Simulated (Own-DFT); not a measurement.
# What a defect does to the pressure of its cell: zincblende GaAs

Source: density functional calculations with Own-DFT, an unreviewed in-house program that is no longer used. Nothing was measured or relaxed, and spin and spin-orbit coupling are left out.

All runs used: PBE; PseudoDojo norm-conserving scalar-relativistic files; cutoff 42 hartree; 3 x 3 x 3 k mesh centred on Gamma; Fermi-Dirac smearing of 0.1 eV.

Known weak points (not all hold for every row): not probed for a lower state with spin; forces on such cells failed a check on a denser k mesh; forces not confirmed at this smearing and k mesh; forces on such cells passed a denser k mesh, each cell not checked; stress not checked against mesh or cutoff.

All runs share one cell, with vectors in Å (11.307, 0.000, 0.000); (0.000, 11.307, 0.000); (0.000, 0.000, 11.307) and a volume of 1445.4 Å³. Atoms were moved at random from their sites; u is the rms move along one axis. The defect's site can differ from row to row.

```
cell,formula,u (Å),P (GPa)
no defect,As32Ga32,0.0200,3.51
no defect,As32Ga32,0.0209,3.54
no defect,As32Ga32,0.0469,3.89
one As on a Ga site,As33Ga31,0.0284,4.25
one As on a Ga site,As33Ga31,0.0503,4.67
one As on a Ga site,As33Ga31,0.0521,4.63
two As on a Ga site each,As34Ga30,0.0278,?
two As on a Ga site each,As34Ga30,0.0287,4.84
two As on a Ga site each,As34Ga30,0.0296,4.76
two As on a Ga site each,As34Ga30,0.0312,4.81
two Ga vacancies,As32Ga30,0.0298,2.96
two Ga vacancies,As32Ga30,0.0325,2.91
two Ga vacancies,As32Ga30,0.0325,2.97
one Al on a Ga site,AlAs32Ga31,0.0478,3.91
one Al on a Ga site,AlAs32Ga31,0.0508,3.98
one Al on a Ga site,AlAs32Ga31,0.0576,4.07
```

## Working it out

P = P0 + c u² + a shift for each defect gives P0 = 3.44 GPa, c = 202 ± 17 GPa/Å² and a scatter of 0.04 GPa. The shifts, and each times the cell's volume:

- two As on a Ga site each: 1.18 ± 0.03 GPa, 10.6 eV (5.3 eV for each of its 2 sites)
- one As on a Ga site: 0.67 ± 0.03 GPa, 6.0 eV
- one Al on a Ga site: -0.01 ± 0.04 GPa, -0.1 eV (not resolved)
- two Ga vacancies: -0.70 ± 0.03 GPa, -6.3 eV (-3.2 eV for each of its 2 sites)

Against the defect-free cell, a freed cell would be larger where the shift is positive and smaller where it is negative (160.2 GPa Å³ is 1 eV). The atoms around the defects weren't relaxed, which would change these numbers.

## Prediction

Question: what pressure belongs in the blank (two As on a Ga site each, u = 0.0278 Å)?

The fitted form gives 4.78 ± 0.04 GPa. The hidden result is 4.79 GPa.
